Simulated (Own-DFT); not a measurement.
# Computed records: Hf$_{36}$O$_{71}$ (tetragonal hafnia with one neutral oxygen vacancy, atoms displaced)

All values are calculated (Own-DFT development build). A calculation, not a measurement: plane-wave PBE and HSE06 DFT by an unreviewed code, no spin, of a simulated cell at Gamma alone, so results move with cell size and shape, stress positive in tension, energies less offsets, not probed for a lower state with spin; hafnium file: forces about 75 meV/angstrom off all-electron values; oxygen file: force components 24 meV/angstrom off all-electron in a glass; k mesh not checked against a denser one; forces and stress are PBE's, HSE06 gives the energy alone, and its difference from PBE has offsets of its own; offsets are fitted by least squares, one for each functional and potential file, so energies compare only between cells with the same atoms and settings and are not formation energies; the far tail of each file's local potential was reset to the Coulomb form; each entry is a single point on an unrelaxed cell, so the pressure reflects the starting lattice, taken from the Materials Project, from which strain is counted, and rises with the displacements; printed positions are rounded, which can move forces by about a meV/angstrom; the program is a retired in-house code; no spin-orbit coupling.

Settings shared by all entries: first functional PBE; second functional HSE06; exact exchange share 0.25; screening 0.11 1/bohr; exchange divergence Gygi-Baldereschi; potential files PseudoDojo norm-conserving, scalar-relativistic, made for PBE, standard set; wave cutoff 48 hartree; occupations fixed; k mesh 1 x 1 x 1 centred on Gamma.

(1) 
```xyz
107
Lattice="10.7800 0.0000 0.0000 0.0000 10.7800 0.0000 0.0000 0.0000 10.4493" Properties=species:S:1:pos:R:3:force_x:R:1:force_y:R:1:force_z:R:1 formula=Hf36O71 PBE_energy_of_cell_above_offsets=-85.157 HSE06_less_PBE_above_offsets=0.608 PBE_pressure=6.29 PBE_stress_xx=-6.76 PBE_stress_yy=-6.37 PBE_stress_zz=-5.74 PBE_stress_yz=-3.28 PBE_stress_xz=0.33 PBE_stress_xy=0.05
Hf    10.7661    10.7241    10.3525     -0.299      2.368      1.813
Hf     2.0552     1.8102     2.6253     -6.874     -2.738      0.196
O      0.0269     1.8086     1.5781     -0.148     -0.416      1.109
O      1.8517     0.0218     3.6446      0.702     -0.672      -0.53
O      0.0516     1.7398     4.2667      -1.21      1.204     -0.309
O      1.9181     0.1149     1.0498     -1.282     -1.808     -1.033
Hf    10.7236    10.7374     5.2092      2.237       1.51       1.11
Hf     1.7936     2.0073     7.9423      0.748     -7.325     -3.807
O      0.0384     1.9394     6.7701     -0.196      0.449       0.37
O      1.7861    10.7315     8.8013     -0.538      1.131      1.139
O     10.6459     1.8003     9.4827      1.361     -0.502     -0.839
O      1.8937     0.0689     6.2856     -1.767     -0.483     -1.737
Hf    10.7123     3.6056    10.4251     -0.603     -1.408     -0.215
Hf     1.8332     5.3541     2.5674     -0.782       0.28     -0.049
O     10.7558     5.6151     1.4822      0.579     -0.886      1.486
O      1.7647     3.4757     3.4757       -0.6      4.132      2.044
O      1.7239     3.4656     0.9675      1.554      1.598      0.254
Hf    10.7669     3.5703     5.2104     -0.658     -1.335      0.016
Hf     1.7071     5.3184     7.7319      2.635      0.729      1.788
O     10.6781     5.2503     6.8069       3.39      0.426      -2.83
O      1.8112     3.6045     8.7328      -1.53      4.758      2.599
O     10.7233     5.3556     9.3487      0.949      1.771     -0.061
O      2.0387     3.5961     6.2551     -4.906      1.108      0.462
Hf    10.7493     7.2550    10.4153      0.411     -0.419       1.02
Hf     1.9664     9.0181     2.5069     -10.23      0.459      4.887
O     10.7374     8.8506     1.4803       0.97      0.681      0.698
O      1.7491     7.1343     3.6285     -0.482      0.711     -0.841
O     10.7615     9.1065     4.1788     -0.577     -3.408     -0.407
O      1.9082     7.1788     0.9752     -1.698      0.464      0.755
Hf     0.0579     7.1062     5.1456     -0.117      1.329     -0.986
Hf     1.7332     8.9258     7.8640     -0.151      2.553      -1.38
O     10.6953     8.9431     6.8391      3.259      0.681     -1.759
O      1.7452     7.1902     8.8500     -0.187     -0.605     -0.274
O     10.7313     9.0328     9.3624      0.353     -0.915     -0.246
O      1.7697     7.2714     6.1118     -0.266     -1.507      1.405
Hf     3.6553    10.6958    10.4121     -2.191      5.682      0.945
Hf     5.3788     1.8363     2.6734      2.095      0.513     -1.842
O      3.5524     1.7348     1.6130      5.274      1.264     -1.902
O      5.5669    10.7246     3.5610     -1.081      1.837       1.16
O      3.5725     1.8601     4.2142      0.857     -0.416     -1.914
O      5.2959     0.0689     1.0451        0.6     -0.647      0.084
Hf     3.6310     0.0953     5.1002     -3.329      0.519      4.318
Hf     5.5259     1.7656     7.9477     -0.925      2.015     -1.653
O      3.6106     1.7738     6.6932      1.135      0.804      1.438
O      5.3787     0.0177     8.8527     -0.114     -0.425      1.058
O      3.5047     2.0274     9.3806      0.925     -2.575      0.543
O      5.3547     0.0598     6.2503      1.748      -1.11      0.011
Hf     3.5947     3.5969     0.1687     -0.978       1.15     -2.449
Hf     5.3401     5.4828     2.6707      1.641     -3.111     -0.822
O      3.7359     5.4887     1.5951     -3.669     -0.936      -0.43
O      5.3243     3.5560     3.6676     -0.136      0.907     -0.114
O      3.5207     5.4515     4.1283      0.587     -1.079      0.632
O      5.2945     3.6551     1.0970      1.752     -0.881     -0.076
Hf     3.6770     3.5303     5.3267      1.857      0.462     -0.833
Hf     5.3868     5.4139     7.8189       2.05     -0.333       1.16
O      3.6851     5.3139     6.9468     -3.204      0.816     -2.298
O      5.4408     3.5887     8.6799     -0.023      0.403      1.845
O      3.4483     5.3581     9.3850      0.534      0.501      1.722
O      5.4246     3.6388     6.2567      0.339     -0.355      0.087
Hf     3.5481     7.2521     0.0106      1.796      -2.81     -2.352
Hf     5.3301     9.0339     2.6374      1.891     -1.437     -1.378
O      3.4999     9.0558     1.7259      7.886     -0.171     -4.232
O      5.4569     7.1520     3.5767      0.012      3.388      2.053
O      3.5626     9.0812     4.3960       1.05     -3.378     -2.891
O      5.2640     7.1513     1.0618      2.115       1.08     -0.327
Hf     3.6054     7.1225     5.2399     -1.499      1.268     -0.363
Hf     5.3204     9.0869     7.8425     -0.093     -1.707     -0.685
O      3.4165     9.0135     6.7945      3.177     -0.905      1.616
O      5.3431     7.2145     8.8823     -0.055      1.206     -0.356
O      3.5558     9.1412     9.4452      0.554     -4.656     -1.239
O      5.2616     7.0892     6.2843      2.633      1.137     -0.464
Hf     7.1894     0.0548     0.0744      1.669       0.61     -0.549
Hf     9.0887     1.8761     2.6568      0.265     -1.163     -1.891
O      7.2205     1.7769     1.5364     -1.261      0.387      1.584
O      8.9964    10.7553     3.6534     -0.337      0.893      0.248
O      7.1989     1.8841     4.2296     -0.726     -2.056      0.024
O      8.8888     0.0083     1.1335      1.611     -0.813     -0.574
Hf     7.1437     0.0028     5.1711      0.751      1.805      0.279
Hf     8.9231     1.7366     7.6569      6.366      1.324      5.658
O      7.3547     1.7378     6.8745     -8.163      0.272      -2.99
O      8.8194    10.7796     8.9332      1.194      0.299     -1.134
O      7.2324     1.9207     9.4631     -1.243     -0.876     -0.302
O      8.8920     0.1023     6.2193       1.54     -0.951      -0.03
Hf     7.1978     3.7726     0.0282      0.728     -2.769     -0.359
Hf     8.9002     5.5472     2.6261      1.542     -6.137     -3.078
O      7.2534     5.1935     1.5853     -1.753      1.462      0.025
O      8.8738     3.6318     3.5972      1.698       0.95      0.464
O      7.1208     5.3260     4.2132     -0.151      2.197       0.06
O      9.0580     3.5473     0.9754     -1.299      0.301      0.702
Hf     7.1398     3.6160     5.2375      1.045      0.937     -0.044
Hf     9.1518     5.5011     7.8664     -4.559     -2.234      1.479
O      7.2766     5.3609     6.8449      -0.81      1.678     -0.469
O      9.0468     3.6624     8.8577     -0.403      0.135     -0.739
O      7.1395     5.3706     9.3361      0.229      2.225       1.11
O      8.8805     3.6305     6.2257      1.912     -0.659     -0.685
Hf     7.2438     7.2301    10.3479     -1.376      1.084      -0.36
Hf     8.8828     8.9867     2.6888      1.443      1.542     -2.206
O      7.0828     9.0922     1.4491     -0.353       -1.2      1.629
O      8.9427     7.0415     3.6098      0.234      5.533      3.528
O      7.2531     9.0919     4.1189     -0.406     -2.951      0.538
O      8.9390     7.2455     1.0317     -1.252     -0.345     -0.214
Hf     7.1722     7.2420     5.3200      0.185     -1.728      0.244
Hf     9.0340     8.9481     7.7142     -1.058      2.159      3.707
O      7.3529     8.8938     6.8174     -5.273      0.213     -2.242
O      9.0090     7.3068     8.8566       0.28     -2.019      0.979
O      7.3062     8.9960     9.3206     -1.932       -0.6      1.089
O      9.0165     7.2900     6.2691      0.406     -1.444     -1.377
```

Units: PBE_energy_of_cell_above_offsets, HSE06_less_PBE_above_offsets in eV; PBE_pressure, PBE_stress_xx, PBE_stress_yy, PBE_stress_zz, PBE_stress_yz, PBE_stress_xz, PBE_stress_xy in GPa; force_x, force_y, force_z in eV/Å.

(2) 
```xyz
107
Lattice="10.7800 0.0000 0.0000 0.0000 10.7800 0.0000 0.0000 0.0000 10.4493" Properties=species:S:1:pos:R:3 formula=Hf36O71
Hf    10.7750    10.7316    10.4197
Hf     1.9061     1.8541     2.6140
O     10.7555     1.8958     1.6436
O      1.7665     0.0103     3.6762
O      0.0368     1.8519     4.2607
O      1.8100     0.0020     0.9380
Hf    10.6886     0.0516     5.2626
Hf     1.7676     1.7633     7.8456
O      0.0129     1.6892     6.7887
O      1.8235    10.7333     8.8566
O      0.0659     1.7871     9.4151
O      1.7534     0.0382     6.2122
Hf     0.0480     3.5884    10.3589
Hf     1.7506     5.4185     2.5218
O      0.0057     5.3892     1.6497
O      1.7649     3.6274     3.5655
O      0.0381     5.3559     4.1170
O      1.8087     3.5458     1.0053
Hf     0.0319     3.5526     5.2931
Hf     1.8453     5.4594     7.8940
O      0.0145     5.3686     6.7749
O      1.7177     3.5187     8.8568
O      1.7802     3.6370     6.1945
Hf    10.7714     7.2299     0.0514
Hf     1.7460     9.0409     2.6510
O     10.7095     8.9914     1.5195
O      1.7550     7.1471     3.6490
O     10.7150     9.0345     4.2283
O      1.7093     7.2549     1.0503
Hf     0.0709     7.1442     5.2530
Hf     1.8203     8.9536     7.8341
O     10.7405     8.9182     6.8500
O      1.7621     7.2052     8.8199
O     10.7468     8.9766     9.5713
O      1.8278     7.1540     6.2971
Hf     3.6028    10.6960     0.0025
Hf     5.3812     1.7835     2.6178
O      3.6243     1.7779     1.6267
O      5.3958    10.6840     3.7544
O      3.5476     1.7031     4.1661
O      5.3541     0.0682     1.0596
Hf     3.6186    10.7597     5.1277
Hf     5.4690     1.6481     7.9444
O      3.5332     1.8266     6.8466
O      5.4677     0.0388     8.8469
O      3.5438     1.8177     9.3839
O      5.3532     0.0556     6.3136
Hf     3.5071     3.5697     0.0645
Hf     5.3615     5.3647     2.5907
O      3.5492     5.4210     1.4885
O      5.4480     3.5628     3.6740
O      3.6995     5.4248     4.2168
O      5.3806     3.5484     1.0748
Hf     3.5571     3.5762     5.2408
Hf     5.3286     5.4818     7.8448
O      3.5743     5.4243     6.8261
O      5.4094     3.6546     8.7673
O      3.5576     5.4058     9.4708
O      5.4074     3.6163     6.2090
Hf     3.6396     7.1543    10.3354
Hf     5.2720     8.9954     2.6518
O      3.5530     9.0108     1.6403
O      5.3492     7.2088     3.7303
O      3.6319     9.0197     4.1711
O      5.4422     7.2144     0.9801
Hf     3.6577     7.1822     5.2387
Hf     5.4218     9.0475     7.8353
O      3.6176     9.0144     6.7888
O      5.3673     7.2102     8.8763
O      3.5724     9.0052     9.3415
O      5.3801     7.1525     6.1347
Hf     7.3052    10.7772    10.4248
Hf     8.9965     1.8398     2.5788
O      7.2227     1.7435     1.6085
O      8.9402     0.0715     3.6912
O      7.2254     1.7409     4.1944
O      8.9800     0.0128     1.0789
Hf     7.2399     0.0113     5.1656
Hf     9.0202     1.7457     7.8476
O      7.2480     1.7213     6.8977
O      9.0157    10.7613     8.9349
O      7.1886     1.8125     9.4323
O      8.9489    10.6995     6.2422
Hf     7.2131     3.6093    10.4402
Hf     8.9630     5.4151     2.6431
O      7.1456     5.3924     1.5501
O      8.9536     3.6462     3.5851
O      7.2429     5.4594     4.3237
O      8.8843     3.6639     1.0809
Hf     7.0850     3.5967     5.2462
Hf     9.0167     5.3489     7.7385
O      7.3016     5.3391     6.7611
O      9.0368     3.6080     8.8425
O      7.1517     5.4263     9.5017
O      8.9808     3.6158     6.2230
Hf     7.2901     7.2077    10.4438
Hf     8.9207     9.0390     2.6704
O      7.1471     9.0956     1.5914
O      8.9751     7.2267     3.6154
O      7.2416     8.9178     4.1853
O      8.9152     7.2208     1.0013
Hf     7.1643     7.1524     5.2244
Hf     9.0075     8.9901     7.8368
O      7.1727     9.0294     6.8099
O      8.9392     7.2014     8.8536
O      7.1611     8.9540     9.4470
O      8.9500     7.1676     6.2464
```

To be estimated
1. Hf$_{36}$O$_{71}$ (tetragonal hafnia with one neutral oxygen vacancy, atoms displaced) (entry 2): PBE pressure?
2. Estimate the PBE stress yy of Hf$_{36}$O$_{71}$ (tetragonal hafnia with one neutral oxygen vacancy, atoms displaced) (entry 2).
3. Give the table of force values for Hf$_{36}$O$_{71}$ (tetragonal hafnia with one neutral oxygen vacancy, atoms displaced) (entry 2).

Answers
1. 2.49 GPa
2. -2.43 GPa
3. 
Force:
```csv
element,x (eV/Å),y (eV/Å),z (eV/Å)
Hf,0.184,0.989,1.504
Hf,-2.358,-0.816,0.512
O,1.107,-0.285,-0.564
O,0.178,0.099,-1.175
O,-0.333,-0.788,-0.316
O,-0.188,0.059,0.908
Hf,1.768,-0.172,-1.002
Hf,1.39,-1.14,-0.373
O,-1.085,0.758,0.537
O,-0.499,-0.041,-0.278
O,-0.715,-0.476,0.062
O,0.416,-0.758,0.096
Hf,-1.152,0.315,0.867
Hf,0.031,0.53,1.457
O,-0.919,-0.005,-1.805
O,1.243,-0.179,0.347
O,-0.325,0.345,1.505
O,-0.768,0.098,0.34
Hf,-1.397,1.278,-1.78
Hf,-1.389,-1.457,-0.754
O,0.737,0.447,0.831
O,-0.046,2.138,0.121
O,0.77,-0.168,0.783
Hf,-0.672,-1.158,0.25
Hf,-1.013,-0.791,-0.265
O,0.615,0.352,1.632
O,0.217,1.14,0.032
O,0.512,-0.708,0.054
O,1.586,-0.296,-0.603
Hf,-1.193,0.053,-1.024
Hf,0.206,1.45,-1.301
O,1.021,0.125,0.391
O,-0.062,0.046,1.194
O,0.126,-0.243,-2.395
O,-0.04,0.264,-0.16
Hf,-0.245,1.352,0.114
Hf,1.647,-0.566,-0.295
O,-0.365,0.524,-0.698
O,0.089,1.504,-0.744
O,0.37,2.279,-0.316
O,0.198,-0.265,-0.584
Hf,-0.722,-0.027,2.642
Hf,-1.409,4.611,-2.808
O,0.879,0.419,-0.379
O,-0.34,-3.215,2.315
O,0.483,-0.707,1.289
O,0.49,0.024,-0.274
Hf,2.375,-0.483,-1.404
Hf,0.146,0.683,-0.167
O,0.699,-0.056,0.745
O,-0.218,0.258,-0.511
O,-0.378,-1.236,-0.046
O,-0.436,0.041,-0.316
Hf,0.751,-0.242,0.093
Hf,2.051,-2.102,-0.139
O,0.406,-0.186,0.016
O,-0.132,-0.349,0.443
O,-0.278,-0.935,-1.495
O,-1.466,0.071,0.196
Hf,0.38,1.066,2.435
Hf,1.983,-0.839,-0.563
O,-0.382,0.098,-0.974
O,0.089,-0.233,-1.817
O,-0.8,-1.301,-0.063
O,-1.441,0.031,0.261
Hf,-1.183,0.223,-1.109
Hf,0.057,-0.21,-0.662
O,-0.175,-0.502,0.164
O,-0.782,0.352,-0.762
O,0.361,-0.606,0.562
O,0.554,-0.146,2.683
Hf,-1.331,-0.411,1.808
Hf,-0.218,0.743,0.735
O,-0.916,0.12,-0.225
O,0.379,-0.461,-0.155
O,-0.75,1.266,0.404
O,0.86,0.198,-0.543
Hf,-1.234,-1.033,0.439
Hf,-0.19,1.074,-0.046
O,-0.18,0.17,-0.644
O,-0.203,0.213,-0.37
O,0.227,-0.248,-0.015
O,0.396,0.308,1.16
Hf,-0.902,0.931,0.346
Hf,-0.136,-0.318,-0.033
O,-0.209,0.115,1.492
O,-0.197,-0.694,0.482
O,-0.52,-2.033,-2.087
O,1.566,-0.329,-1.272
Hf,1.918,0.195,-0.61
Hf,-0.375,0.862,0.614
O,-2.641,0.29,1.017
O,0.452,-0.471,0.307
O,0.148,-0.507,-1.027
O,0.32,-0.743,0.327
Hf,-1.889,-0.652,-0.05
Hf,-0.167,-0.275,-0.191
O,0.042,-0.024,0.343
O,0.397,-0.522,-0.185
O,0.005,1.186,0.242
O,2.115,-0.196,1.008
Hf,1.406,1.418,0.121
Hf,-1.048,-1.204,-0.382
O,-0.128,-0.283,0.549
O,0.741,-0.504,-0.274
O,0.017,1.276,-0.688
O,1.032,0.209,-0.047
```

Further results for Hf$_{36}$O$_{71}$ (tetragonal hafnia with one neutral oxygen vacancy, atoms displaced) (entry 2):

| Item | Value |
| --- | --- |
| PBE energy of cell above offsets | -97.367 eV |
| HSE06 less PBE above offsets | -0.019 eV |
| PBE stress xx | -2.06 GPa |
| PBE stress zz | -2.99 GPa |
| PBE stress yz | -0.66 GPa |
| PBE stress xz | -0.4 GPa |
| PBE stress xy | 0.06 GPa |
